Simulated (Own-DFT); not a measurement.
# Response to strain: wurtzite GaN, 72 atoms (Ga36N36)

All numbers below are calculated, not measured. The program, named Own-DFT, is a retired in-house plane-wave density functional code that no person has reviewed. Each row is one single-point run on a periodic cell that was not relaxed, without spin or spin-orbit coupling.

Settings of every run: PBE; PseudoDojo norm-conserving scalar-relativistic files (stringent for Ga); cutoff 96 hartree; 4 x 4 x 3 k mesh centred on Gamma; Gaussian smearing of 0.01 eV.

Known limits: forces not confirmed at this smearing and k mesh; stress not checked against mesh or cutoff.

Unstrained cell vectors in Å: (9.567, 0.000, 0.000); (-4.784, 8.285, 0.000); (0.000, 0.000, 10.370). The unstrained cell has measured lattice constants (interpolated for alloys), not those of this functional. That, the random moves and any unrelaxed bonds set the pressure at no strain. Each run strains this cell uniformly, with the atoms carried along. Every atom was also moved at random, by a Gaussian of width 0.05 Å on each axis. Strain is the symmetric tensor, in per cent. Stress is positive in tension, and the pressure is minus a third of its trace.

| run | e_xx (%) | e_yy (%) | e_zz (%) | e_yz (%) | e_xz (%) | e_xy (%) | s_xx (GPa) | s_yy (GPa) | s_zz (GPa) | s_yz (GPa) | s_xz (GPa) | s_xy (GPa) | P (GPa) | E (meV/atom) |
|---|---|---|---|---|---|---|---|---|---|---|---|---|---|---|
| 1 | -0.81 | -1.41 | 1.08 | -1.48 | -1.02 | 1.55 | -12.70 | -14.31 | -5.42 | -3.22 | -3.29 | 4.18 | 10.81 | 69.8 |
| 2 | 0.97 | -0.69 | -1.63 | 1.10 | 1.38 | 1.49 | -5.11 | -9.60 | -15.54 | 2.39 | 3.25 | 4.45 | 10.08 | 40.1 |
| 3 | 0.92 | 0.25 | 1.82 | 1.75 | -1.18 | -0.02 | -1.63 | -3.97 | 0.86 | 4.17 | -2.42 | 0.70 | 1.58 | 5.5 |
| 4 | 1.41 | -0.45 | 0.32 | -0.03 | -0.28 | 0.12 | -0.98 | -6.58 | -5.07 | 0.33 | -0.50 | -0.45 | 4.21 | 0.0 |
| 5 | 1.82 | 1.57 | 1.61 | -0.08 | 1.81 | 1.71 | 2.29 | 1.51 | 1.35 | -0.08 | 3.30 | 2.86 | -1.72 | 15.5 |
| 6 | 1.05 | -0.09 | 1.27 | -1.26 | 0.37 | 1.39 | -1.63 | -6.54 | -1.51 | -1.94 | 1.02 | 4.22 | 3.23 | 18.7 |
| 7 | 0.99 | -1.72 | -1.07 | -1.78 | -0.17 | -0.17 | -5.74 | -11.99 | -13.44 | -3.29 | -0.50 | -1.91 | 10.39 | 18.9 |
| 8 | -0.19 | -1.34 | 1.05 | 0.70 | 1.95 | -0.54 | -9.65 | -12.89 | -2.97 | 1.55 | 3.97 | -1.53 | 8.50 | 37.3 |
| 9 | -1.97 | 1.19 | 1.02 | 1.12 | 0.10 | 0.14 | -12.47 | -4.10 | -3.75 | 1.94 | 0.65 | 0.41 | 6.77 | 27.4 |
| 10 | -0.48 | -1.47 | 1.47 | 0.11 | -0.30 | -0.85 | -8.49 | -13.44 | -1.68 | 0.14 | -0.06 | -2.56 | 7.87 | 15.8 |
| 11 | 0.97 | 0.26 | -0.55 | -1.44 | -1.09 | -1.82 | -3.03 | -6.49 | -8.13 | -2.49 | -1.83 | -5.38 | 5.88 | 28.2 |
| 12 | 0.76 | -0.10 | 1.12 | -0.89 | -1.02 | 1.47 | -5.39 | -8.18 | -1.02 | -2.17 | -1.68 | 6.19 | 4.86 | 39.5 |
| 13 | 0.36 | -1.81 | 1.96 | -1.89 | -0.34 | 1.06 | -7.46 | -14.86 | 1.00 | -3.82 | -2.51 | 4.49 | 7.10 | 39.5 |
| 14 | -0.66 | 1.26 | 1.43 | 0.84 | -1.92 | -0.28 | -6.71 | -2.27 | -1.01 | 1.45 | -4.57 | -1.27 | 3.33 | 16.8 |
| 15 | -1.38 | -0.86 | 0.43 | -0.42 | 0.72 | 1.10 | -13.94 | -10.66 | -7.41 | -1.59 | 1.23 | 3.86 | 10.67 | 24.1 |
| 16 | -1.47 | -1.96 | 0.72 | 0.26 | 1.48 | 1.51 | -15.53 | -17.02 | -6.97 | 0.32 | 2.67 | 4.77 | 13.18 | 49.5 |
| 17 | -1.00 | 1.31 | 1.68 | -0.59 | 0.88 | -0.15 | ? | ? | ? | ? | ? | ? | ? | ? |

E is the free energy for each atom above the lowest run shown.

## Worked fit

Each stress component was fitted by least squares to a constant and the strains of the runs shown, as fractions, with shears doubled. Shear strains stay in the fit of a normal stress only where such slopes are resolved. The slopes, in GPa:

```
stress,at no strain,per e_xx,per e_yy,per e_zz,scatter
s_xx,-7.1,397 ± 22,138 ± 22,49 ± 25,0.95
s_yy,-7.1,97 ± 23,415 ± 23,2 ± 26,0.98
s_zz,-7.8,80 ± 18,56 ± 18,464 ± 20,0.77
```

Each shear stress against twice its own strain: yz 104 ± 4, xz 107 ± 8, xy 158 ± 14 GPa. These are stiffnesses along x, y and z of the frame in which the cell vectors are given, which need not be the crystal's axes. The atoms are held to the strained lattice; where symmetry lets them move under strain, relaxing them would lower some slopes. The table should be nearly symmetric about its diagonal, and what it lacks of that shows the noise. A ninth of its sum, 189 ± 7 GPa, estimates the bulk modulus near the mean pressure of these runs, 6.7 GPa, so it lies above the value at zero pressure.

## Withheld run

Question: what normal stresses and pressure should run 17 give?

The fit gives s_xx = -8.4, s_yy = -2.6, s_zz = 0.0 and P = 3.7 GPa. The calculation gave -9.10, -1.19, -0.69 and P = 3.66 GPa.
